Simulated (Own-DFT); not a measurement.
GaN (wurtzite, atoms displaced) (calculated)

A calculation, not a measurement: plane-wave PBE density functional theory by an unreviewed code, no spin, of a simulated periodic cell, stress positive in tension, free energy of the whole cell less one offset for each atom, forces on such cells passed a denser k mesh, this cell's mesh not checked; offsets are fitted by least squares, one for each functional and potential file, so energies compare only between cells with the same atoms and settings and are not formation energies; the far tail of each file's local potential was reset to the Coulomb form; each entry is a single point on an unrelaxed cell, so the pressure reflects the starting lattice, mostly measured values (interpolated for alloys), from which strain is counted, and rises with the displacements; printed positions are rounded, which can move forces by about a meV/angstrom; the program, named Own-DFT, is a retired in-house code; no spin-orbit coupling. Program: Own-DFT development build.

Common to all runs: functional PBE; potential files PseudoDojo norm-conserving, scalar-relativistic, standard set with the stringent files for Ga; wave cutoff 96 hartree; occupations Gaussian; smearing width 0.01 eV; k mesh 3 x 4 x 3 centred on Gamma.

(1) GaN (wurtzite, atoms displaced)

```xyz
96
Lattice="12.7560 0.0000 0.0000 -4.7835 8.2853 0.0000 0.0000 0.0000 10.3700" Properties=species:S:1:pos:R:3 GaN
Ga     0.0241     1.8758    10.2780
Ga     1.6444     0.8124     2.6230
N      0.0769     1.8384     2.0068
N      1.5840     0.8747     4.4938
Ga     0.0686     1.8019     5.1698
Ga     1.6095     0.8723     7.8110
N      0.0006     1.7846     7.1275
N      1.6332     0.9195     9.6916
Ga    -1.5611     4.6584     0.0426
Ga     0.0805     3.7856     2.6103
N     -1.5397     4.6760     1.9932
N      0.0786     3.7352     4.4196
Ga    -1.6095     4.6629     5.2475
Ga     0.0119     3.7148     7.7618
N     -1.6335     4.5279     7.1080
N     -0.0059     3.6037     9.7478
Ga    -3.1382     7.3459     0.0222
Ga    -1.6170     6.4770     2.6093
N     -3.1907     7.3709     1.9976
N     -1.5287     6.3910     4.6391
Ga    -3.2020     7.3496     5.1376
Ga    -1.5695     6.4599     7.7668
N     -3.2019     7.3656     7.1613
N     -1.5624     6.4139     9.7511
Ga     3.2425     1.8007    10.3589
Ga     4.6706     0.8572     2.6143
N      3.1848     1.8952     1.9450
N      4.7997     0.9073     4.5407
Ga     3.2472     1.8456     5.2405
Ga     4.7345     0.8505     7.7336
N      3.1726     1.9012     7.1201
N      4.8362     0.8596     9.6892
Ga     1.7072     4.6456    10.3223
Ga     3.2741     3.6553     2.5780
N      1.6139     4.6565     1.9118
N      3.2703     3.6765     4.5679
Ga     1.6845     4.6665     5.1111
Ga     3.2698     3.6907     7.7359
N      1.6006     4.5971     7.1002
N      3.1681     3.6226     9.7698
Ga     0.0541     7.4007    10.3371
Ga     1.6184     6.3488     2.7048
N     -0.0610     7.3332     1.9491
N      1.5901     6.3749     4.5037
Ga    -0.0099     7.3212     5.1897
Ga     1.5459     6.3485     7.7643
N     -0.0610     7.3732     7.1559
N      1.5653     6.4829     9.8268
Ga     6.3008     1.8596    10.3619
Ga     7.9050     0.9184     2.5594
N      6.4042     1.8970     1.9689
N      7.9816     0.8889     4.4970
Ga     6.3639     1.8199     5.1301
Ga     7.9999     0.9816     7.7750
N      6.3975     1.7854     7.2077
N      7.9141     0.8450     9.6704
Ga     4.7578     4.6164     0.1169
Ga     6.3682     3.6011     2.5741
N      4.7821     4.6426     1.9662
N      6.3403     3.7627     4.6637
Ga     4.7423     4.5544     5.2381
Ga     6.3277     3.6747     7.7556
N      4.7838     4.5659     7.2025
N      6.2782     3.5970     9.7402
Ga     3.2507     7.3218     0.0146
Ga     4.7546     6.4503     2.6475
N      3.1538     7.4597     1.9303
N      4.7980     6.4197     4.5146
Ga     3.2468     7.3262     5.1115
Ga     4.7809     6.5183     7.8254
N      3.1792     7.4265     7.1105
N      4.7678     6.4700     9.7358
Ga     9.5410     1.8463    10.3277
Ga    11.1843     1.0651     2.5885
N      9.6114     1.9006     1.9110
N     11.1873     0.9494     4.4476
Ga     9.5028     1.8450     5.2031
Ga    11.1529     0.9343     7.8116
N      9.5813     1.8159     7.2135
N     11.1854     0.8888     9.7188
Ga     8.0497     4.7111     0.0997
Ga     9.4845     3.7204     2.5737
N      7.9993     4.6592     1.9733
N      9.5474     3.7188     4.5301
Ga     7.9652     4.6502     5.2931
Ga     9.5441     3.6466     7.7935
N      7.9704     4.6230     7.1123
N      9.5333     3.6523     9.7147
Ga     6.4117     7.4701    10.2785
Ga     7.9532     6.5435     2.6032
N      6.2737     7.3727     1.9979
N      7.9463     6.5372     4.5368
Ga     6.4229     7.3788     5.0534
Ga     7.9371     6.3981     7.8464
N      6.3688     7.4671     7.1148
N      7.9373     6.4672     9.7227
```

```
free energy of cell above offsets : -4.615 eV
pressure                          : 7.24 GPa
stress xx                         : -5.29 GPa
stress yy                         : -8.53 GPa
stress zz                         : -7.9 GPa
stress yz                         : 0.09 GPa
stress xz                         : 0.26 GPa
stress xy                         : 0.43 GPa
```

Force:
```tsv
element	x (eV/Å)	y (eV/Å)	z (eV/Å)
Ga	0.243	-1.605	2.163
Ga	-0.815	2.877	-0.815
N	0.142	0.469	-1.354
N	1.587	0.313	1.287
Ga	-1.087	1.147	-0.294
Ga	-0.376	0.69	-1.055
N	0.439	0.968	0.087
N	0.065	-0.596	1.143
Ga	0.039	-1.651	0.065
Ga	-0.764	-1.518	-1.853
N	-1.025	-0.735	-0.382
N	-0.327	-0.411	3.535
Ga	0.509	-2.485	-1.463
Ga	-0.26	-1.328	0.082
N	0.556	1.011	1.273
N	0.294	2.86	-0.932
Ga	-0.381	0.532	-0.434
Ga	0.456	-0.955	0.542
N	0.066	-0.946	-1.098
N	-1.427	1.628	-1.524
Ga	0.565	0.107	1.354
Ga	-1.552	-1.074	0.34
N	0.111	-0.782	-0.448
N	-0.107	0.882	-0.673
Ga	-0.408	0.01	-0.029
Ga	1.306	0.432	-0.572
N	0.12	-1.447	-0.075
N	-0.44	-0.574	0.245
Ga	-1.046	-0.334	-1.126
Ga	0.918	1.699	0.512
N	0.212	-1.261	0.626
N	-1.334	0.807	0.016
Ga	-1.855	-0.615	0.77
Ga	-1.319	0.796	0.389
N	1.33	-0.854	0.033
N	-1.265	-0.599	-0.774
Ga	-1.001	-2.62	0.968
Ga	-1.718	-0.182	1.531
N	0.359	-0.411	-0.121
N	1.037	0.581	-0.947
Ga	-1.068	-0.781	1.301
Ga	-0.266	1.945	-3.45
N	1.016	0.578	0.282
N	0.328	2.352	1.909
Ga	0.802	0.638	0.187
Ga	1.044	2.183	0.634
N	1.199	-1.06	-0.802
N	1.269	-1.123	-1.991
Ga	1.593	-0.978	0.018
Ga	1.607	0.809	-0.047
N	-1.423	-1.801	-0.571
N	-0.478	0.308	0.368
Ga	0.796	0.553	1.232
Ga	-0.738	-1.381	0.222
N	-1.101	0.792	-1.634
N	0.605	0.96	1.403
Ga	0.52	-0.186	-2.34
Ga	0.245	2.79	1.277
N	0.432	-0.45	1.023
N	0.989	-1.388	-1.52
Ga	1.082	1.536	0.336
Ga	1.001	-0.792	0.938
N	0.272	1.927	-0.973
N	0.912	2.339	-0.033
Ga	-1.302	1.242	0.003
Ga	-0.215	0.58	-1.292
N	-0.04	-2.118	0.719
N	0.092	-0.436	1.146
Ga	-0.6	0.628	1.267
Ga	-0.159	-0.24	-1.17
N	-0.384	-1.275	-0.227
N	1.076	-0.88	0.207
Ga	-0.399	-0.684	0.445
Ga	0.002	-1.058	-1.037
N	-1.255	-0.065	0.02
N	-0.606	0.328	2.091
Ga	1.344	0.15	-0.324
Ga	0.642	0.16	-0.788
N	-0.067	0.804	-1.398
N	-0.246	2.265	-0.155
Ga	-1.214	-1.708	-1.446
Ga	2.058	-0.406	0.49
N	-1.325	0.447	0.47
N	-0.228	-0.043	0.655
Ga	0.069	-0.001	-2.605
Ga	-0.026	0.456	-0.033
N	-0.262	-0.455	2.108
N	0.411	1.253	0.477
Ga	-1.039	-2.31	2.437
Ga	-1.191	-0.694	-0.268
N	1.556	0.823	-1.098
N	1.401	-1.91	-0.19
Ga	-1.748	1.27	1.665
Ga	0.074	1.203	-1.621
N	0.143	-1.957	-0.227
N	0.953	0.035	0.922
```

(2) GaN (wurtzite, atoms displaced)

```xyz
96
Lattice="12.7560 0.0000 0.0000 -4.7835 8.2853 0.0000 0.0000 0.0000 10.3700" Properties=species:S:1:pos:R:3 GaN
Ga    -0.0464     1.9331    10.2917
Ga     1.5690     0.9201     2.5985
N     -0.0769     1.7684     1.9844
N      1.5356     0.9677     4.4550
Ga     0.0495     1.8081     5.2104
Ga     1.6560     0.9731     7.7861
N     -0.0677     1.7835     7.0969
N      1.5996     0.9243     9.7397
Ga    -1.5891     4.6944     0.0382
Ga    -0.0558     3.6905     2.5029
N     -1.5709     4.5752     2.0427
N      0.0352     3.6759     4.5735
Ga    -1.5601     4.5849     5.2252
Ga    -0.0276     3.6104     7.7467
N     -1.5997     4.6029     7.1131
N      0.0120     3.6182     9.7294
Ga    -3.2561     7.3160    10.3490
Ga    -1.6299     6.5149     2.5689
N     -3.1922     7.4460     2.0700
N     -1.6578     6.3841     4.4971
Ga    -3.0833     7.4092     5.2500
Ga    -1.7038     6.4967     7.7948
N     -3.1866     7.3866     7.1719
N     -1.6251     6.4838     9.7912
Ga     3.1662     1.7893    10.3610
Ga     4.8305     1.0082     2.5989
N      3.1776     1.7912     1.9781
N      4.7853     0.8942     4.6067
Ga     3.2596     1.8445     5.1903
Ga     4.7441     0.9678     7.8195
N      3.2750     1.8788     7.0629
N      4.7893     0.8473     9.7816
Ga     1.5261     4.5377     0.0162
Ga     3.2451     3.7843     2.6010
N      1.5845     4.4943     2.0139
N      3.2018     3.6519     4.5832
Ga     1.5747     4.6482     5.1376
Ga     3.2307     3.5955     7.7518
N      1.5781     4.6343     7.2202
N      3.1294     3.6203     9.7407
Ga    -0.1008     7.3762     0.0440
Ga     1.5435     6.4222     2.5871
N     -0.0179     7.3462     1.9270
N      1.5284     6.4156     4.5830
Ga     0.0630     7.4689     5.1789
Ga     1.5798     6.4806     7.7877
N      0.0611     7.3904     7.1797
N      1.6758     6.4135     9.6522
Ga     6.3948     1.7525    10.2633
Ga     8.0100     0.9170     2.5392
N      6.3780     1.8038     2.0061
N      7.9997     0.8628     4.5347
Ga     6.3183     1.8306     5.1527
Ga     7.9663     0.9661     7.7925
N      6.2915     1.8155     7.1540
N      7.9860     0.8813     9.7984
Ga     4.7774     4.6064    10.3659
Ga     6.3691     3.6805     2.5479
N      4.8456     4.6311     1.9330
N      6.4354     3.6440     4.6039
Ga     4.7417     4.6481     5.1595
Ga     6.3727     3.6470     7.8751
N      4.7483     4.6238     7.1977
N      6.4284     3.6641     9.7050
Ga     3.2673     7.4484     0.0156
Ga     4.8295     6.4605     2.5947
N      3.1364     7.4090     1.8901
N      4.7418     6.4929     4.5325
Ga     3.1767     7.3487     5.1080
Ga     4.7344     6.4954     7.8788
N      3.0714     7.3383     7.1467
N      4.8066     6.3565     9.6101
Ga     9.5743     1.8839    10.3683
Ga    11.1681     0.8982     2.5426
N      9.4876     1.9548     1.9419
N     11.2009     0.9709     4.5166
Ga     9.6213     1.7823     5.1747
Ga    11.2485     0.8569     7.6646
N      9.6041     1.8097     7.1444
N     11.1850     0.8934     9.7480
Ga     7.9570     4.5975     0.0654
Ga     9.5855     3.7381     2.6216
N      8.0217     4.6203     1.9979
N      9.5596     3.6241     4.5430
Ga     8.0226     4.6575     5.2510
Ga     9.5032     3.7380     7.7810
N      7.9923     4.6606     7.1318
N      9.6160     3.6888     9.6752
Ga     6.3892     7.3621    10.3402
Ga     7.9677     6.4654     2.5637
N      6.4049     7.3531     1.9000
N      8.0059     6.4615     4.5535
Ga     6.3952     7.3174     5.2784
Ga     7.9236     6.3935     7.7833
N      6.4437     7.3859     7.1184
N      8.0576     6.4667     9.6970
```

```
free energy of cell above offsets : -4.157 eV
pressure                          : 7.19 GPa
stress xx                         : -6.55 GPa
stress yy                         : -7.74 GPa
stress zz                         : -7.29 GPa
stress yz                         : 0.84 GPa
stress xz                         : -0.12 GPa
stress xy                         : -0.28 GPa
```

Force:
```tsv
element	x (eV/Å)	y (eV/Å)	z (eV/Å)
Ga	0.357	-3.302	1.954
Ga	-0.117	1.485	-0.537
N	1.419	1.637	-1.569
N	2.041	-0.75	2.431
Ga	-0.737	1.046	-1.307
Ga	-0.681	-0.289	-0.097
N	2.679	0.961	0.582
N	-0.593	-0.35	-0.426
Ga	-0.07	-1.595	-0.112
Ga	1.174	-1.946	2.328
N	-1.12	1.839	-1.933
N	-0.472	-0.215	-0.59
Ga	-0.279	-0.26	-1.187
Ga	0.381	1.385	-0.195
N	-0.382	0.362	1.37
N	-1.183	2.631	-0.657
Ga	1.478	2.171	1.606
Ga	0.41	-0.81	0.836
N	-0.595	-1.833	-2.445
N	1.311	1.054	0.841
Ga	-1.189	-0.062	-1.4
Ga	2.743	-1.118	-0.069
N	-1.013	0.753	-0.162
N	-0.36	-0.421	-0.848
Ga	0.413	0.552	1.108
Ga	-1.467	-1.5	0.083
N	0.483	1.197	-0.163
N	-0.147	1.254	-1.787
Ga	-1.654	-0.072	-1.293
Ga	0.646	-1.743	0.096
N	-1.477	-1.251	0.951
N	-0.432	1.31	-0.841
Ga	1.48	1.376	-0.477
Ga	-0.525	-2.084	0.186
N	0.222	1.599	-0.948
N	0.038	0.958	-0.802
Ga	-0.013	-1.497	1.702
Ga	-1.205	2.648	0.722
N	0.114	-1.418	-1.231
N	1.136	0.134	0.091
Ga	2.362	-0.889	-0.696
Ga	0.217	-0.09	-0.2
N	0.18	0.558	1.024
N	0.953	1.112	-1.419
Ga	-1.345	-2.904	1.259
Ga	-0.467	-1.326	0.183
N	-2.301	0.493	-0.57
N	-0.919	0.225	2.709
Ga	-0.551	0.873	1.821
Ga	-0.378	0.441	1.121
N	0.65	1.107	-1.475
N	-0.639	0.825	-0.256
Ga	1.954	0.176	0.723
Ga	-0.038	-1.017	-0.74
N	1.469	0.857	0.172
N	0.706	1.707	-1.553
Ga	-0.611	-0.998	-0.684
Ga	1.166	-0.489	1.401
N	-0.574	0.299	-0.076
N	-0.925	1.181	-0.918
Ga	1.088	-0.661	1.132
Ga	-0.413	0.716	-2.88
N	1.019	0.156	-0.665
N	-0.464	-0.265	2.006
Ga	-1.127	-3.026	-0.763
Ga	-0.634	0.578	-0.262
N	0.898	-1.337	1.273
N	1.13	-0.798	-0.169
Ga	-0.803	0.275	1.564
Ga	-0.552	-0.304	-4.685
N	2.659	1.419	-0.808
N	0.513	1.282	4.721
Ga	0.491	-0.182	-0.114
Ga	-1.322	0.362	0.855
N	1.22	-1.28	-0.334
N	-0.119	-1.604	0.161
Ga	-0.851	0.563	-0.01
Ga	-2.273	0.788	2.202
N	-0.483	0.409	0.212
N	-0.61	0.236	-0.955
Ga	0.992	-0.005	-0.686
Ga	-0.114	-0.642	0.789
N	-0.968	0.244	-0.721
N	0.207	0.719	0.704
Ga	-0.087	-0.913	-1.662
Ga	1.545	-1.063	-0.659
N	-0.994	-1.194	0.722
N	-0.586	0.614	1.264
Ga	0.127	-0.181	-0.343
Ga	0.494	0.085	1.287
N	-0.703	-0.117	0.143
N	-0.297	0.203	0.187
Ga	0.203	0.771	-2.498
Ga	0.858	1.205	0.024
N	-1.247	-1.492	1.144
N	-2.521	-1.532	0.187
```

(3) GaN (wurtzite, atoms displaced)

```xyz
96
Lattice="12.7560 0.0000 0.0000 -4.7835 8.2853 0.0000 0.0000 0.0000 10.3700" Properties=species:S:1:pos:R:3 GaN
Ga    -0.0136     1.8243    10.3304
Ga     1.6230     0.9158     2.6361
N     -0.0794     1.8100     1.8626
N      1.5570     0.9695     4.6329
Ga     0.0690     1.8752     5.1393
Ga     1.5253     1.0176     7.7684
N     -0.0010     1.8396     7.1433
N      1.6075     0.9683     9.7075
Ga    -1.5663     4.6201     0.0507
Ga     0.0282     3.7067     2.6525
N     -1.6688     4.5773     1.9693
N     -0.0800     3.5763     4.5376
Ga    -1.5233     4.6371     5.0731
Ga     0.0296     3.7219     7.8413
N     -1.6034     4.6836     7.1427
N      0.0353     3.6919     9.7356
Ga    -3.2110     7.3930    10.3593
Ga    -1.5422     6.4323     2.5559
N     -3.1849     7.4054     1.9955
N     -1.6032     6.5242     4.5884
Ga    -3.1689     7.3160     5.2019
Ga    -1.5015     6.4865     7.7771
N     -3.1297     7.3980     7.1936
N     -1.6029     6.4665     9.7099
Ga     3.1779     1.8438     0.0453
Ga     4.7239     0.9678     2.5839
N      3.2372     1.9054     1.8446
N      4.7665     0.9596     4.5802
Ga     3.1898     1.8933     5.1300
Ga     4.8078     0.8996     7.7866
N      3.1722     1.9038     6.9982
N      4.7318     0.9278     9.7422
Ga     1.5881     4.6052     0.0535
Ga     3.1392     3.7161     2.6683
N      1.7149     4.5385     1.8882
N      3.2083     3.6891     4.5424
Ga     1.6486     4.5963     5.2262
Ga     3.2415     3.6668     7.8128
N      1.6789     4.5672     7.0900
N      3.2500     3.7265     9.6998
Ga     0.0434     7.3302    10.3661
Ga     1.5881     6.4318     2.6714
N      0.0242     7.3828     1.9108
N      1.5827     6.4307     4.5283
Ga     0.0149     7.3830     5.1917
Ga     1.6504     6.4359     7.7044
N     -0.0359     7.3219     7.2377
N      1.6325     6.5086     9.7624
Ga     6.3315     1.8705    10.2896
Ga     7.9986     0.8931     2.6236
N      6.4150     1.9131     1.9959
N      7.9463     0.8655     4.6131
Ga     6.4118     1.7783     5.2847
Ga     8.0184     0.8997     7.7828
N      6.4943     1.7648     7.2255
N      7.9842     0.9468     9.8124
Ga     4.6907     4.5825     0.0005
Ga     6.4369     3.6783     2.6823
N      4.8277     4.5850     1.8531
N      6.3689     3.6205     4.5774
Ga     4.7878     4.6433     5.2351
Ga     6.3742     3.5612     7.7826
N      4.8480     4.6121     7.1919
N      6.3078     3.7473     9.7327
Ga     3.2405     7.3781     0.0245
Ga     4.7338     6.5095     2.5705
N      3.2402     7.2911     2.0188
N      4.7284     6.4342     4.5071
Ga     3.2109     7.3378     5.1742
Ga     4.7775     6.4195     7.7092
N      3.1427     7.3565     7.1348
N      4.8503     6.4147     9.7616
Ga     9.6054     1.9293     0.1019
Ga    11.2060     0.9930     2.6248
N      9.5142     1.8115     1.9858
N     11.1604     0.8477     4.4886
Ga     9.6900     1.8475     5.2489
Ga    11.1596     1.0216     7.7363
N      9.6651     1.9205     7.1275
N     11.2624     0.9240     9.7746
Ga     7.9404     4.5905    10.2786
Ga     9.6324     3.5760     2.6114
N      8.0473     4.6757     1.9791
N      9.5248     3.7229     4.5748
Ga     7.9515     4.6545     5.1519
Ga     9.5717     3.7205     7.8443
N      7.9508     4.5128     7.1733
N      9.5486     3.6254     9.6580
Ga     6.3345     7.2855    10.2914
Ga     7.9693     6.4437     2.5937
N      6.4362     7.2884     1.9952
N      7.9420     6.5363     4.4648
Ga     6.3006     7.3583     5.1726
Ga     7.9594     6.5183     7.7856
N      6.3752     7.4453     7.1459
N      7.9651     6.4076     9.6228
```

Questions
1. Give the missing stress zz for GaN (wurtzite, atoms displaced) (entry 3).

## Answers
1. -8.21 GPa

Further results for GaN (wurtzite, atoms displaced) (entry 3):

```
free energy of cell above offsets : -4.337 eV
pressure                          : 7.02 GPa
stress xx                         : -7.11 GPa
stress yy                         : -5.74 GPa
stress yz                         : 0.18 GPa
stress xz                         : -0.17 GPa
stress xy                         : 0.62 GPa
```

Force:
```tsv
element	x (eV/Å)	y (eV/Å)	z (eV/Å)
Ga	1.172	0.521	0.381
Ga	-0.542	0.56	-0.56
N	2.036	1.425	1.496
N	1.689	-1.144	-1.715
Ga	-1.97	-1.752	1.701
Ga	1.953	-1.299	-0.123
N	-0.379	1.578	-0.824
N	-0.01	-0.213	0.167
Ga	-0.661	0.046	-1.231
Ga	-0.068	-0.851	-1.987
N	2.062	0.361	0.188
N	1.62	2.461	-0.397
Ga	-1.942	0.185	2.041
Ga	-0.635	0.127	-1.422
N	0.82	-1.054	-0.506
N	-0.324	0.266	0.602
Ga	-0.043	-0.174	-0.04
Ga	-1.09	0.687	0.337
N	0.644	-0.41	-0.689
N	1.206	-1.112	-1.389
Ga	-1.293	1.138	0.815
Ga	-3.027	-1.26	0.772
N	-0.702	0.181	-0.71
N	0.271	-0.401	1.077
Ga	-0.096	0.428	-2.369
Ga	1.717	0.099	0.004
N	-1.168	-0.357	3.389
N	0.358	-0.65	-0.412
Ga	-0.065	-0.76	0.295
Ga	-0.945	0.304	-0.049
N	0.7	-0.619	2.393
N	0.48	-0.254	-0.356
Ga	0.784	0.407	-1.936
Ga	2.996	-0.485	-1.411
N	-2.792	1.392	1.91
N	-0.23	0.729	0.238
Ga	-0.711	-0.254	-0.829
Ga	0.046	-0.135	-0.695
N	-0.783	0.518	1.153
N	-2.489	-1.278	-0.007
Ga	-0.712	0.732	-0.503
Ga	0.342	0.12	-2.074
N	0.182	-0.334	1.106
N	-0.238	-0.368	1.311
Ga	-0.373	0.389	0.565
Ga	-1.265	-0.58	1.652
N	3.058	1.576	-2.129
N	0.291	-1.27	-0.787
Ga	0.455	0.244	1.588
Ga	-1.42	-0.004	0.252
N	-0.358	-1.669	-0.673
N	1.077	0.606	-0.37
Ga	-0.209	0.669	-0.963
Ga	1.676	-0.105	1.14
N	-2.021	0.036	-0.8
N	0.456	-0.033	-0.871
Ga	2.023	0.896	0.327
Ga	-0.374	0.989	-1.664
N	-0.638	0.224	2.802
N	-0.194	0.697	0.994
Ga	0.572	-0.838	-0.438
Ga	0.527	1.812	0.454
N	-0.559	-0.659	-0.979
N	0.512	-1.217	-0.525
Ga	0.065	-0.016	0.092
Ga	3.177	-2.438	-0.1
N	-2.658	1.812	-1.068
N	0.538	-0.396	0.74
Ga	-0.508	0.369	0.189
Ga	0.567	0.855	1.452
N	1.53	0.241	-0.457
N	-2.468	-0.043	-1.541
Ga	-0.036	-1.767	-1.379
Ga	-0.943	-2.218	-1.131
N	1.25	-0.206	0.234
N	0.331	1.414	1.266
Ga	-1.332	0.382	-1.159
Ga	0.533	-1.19	1.557
N	-1.653	-0.604	0.502
N	-2.564	-0.641	-1.136
Ga	0.174	0.138	1.355
Ga	-2.079	1.615	0.688
N	-0.045	-1.931	-0.8
N	1.266	-0.648	-0.43
Ga	-0.108	-0.156	0.849
Ga	0.362	0.504	-2.416
N	-0.064	1.439	-0.705
N	0.619	1.173	2.57
Ga	2.082	1.512	1.737
Ga	0.654	0.115	-0.584
N	-1.62	1.784	-1.173
N	0.195	-0.893	2.184
Ga	0.992	-0.118	0.022
Ga	0.539	-1.021	-1.607
N	-0.564	-0.533	-0.53
N	0.374	0.6	2.062
```
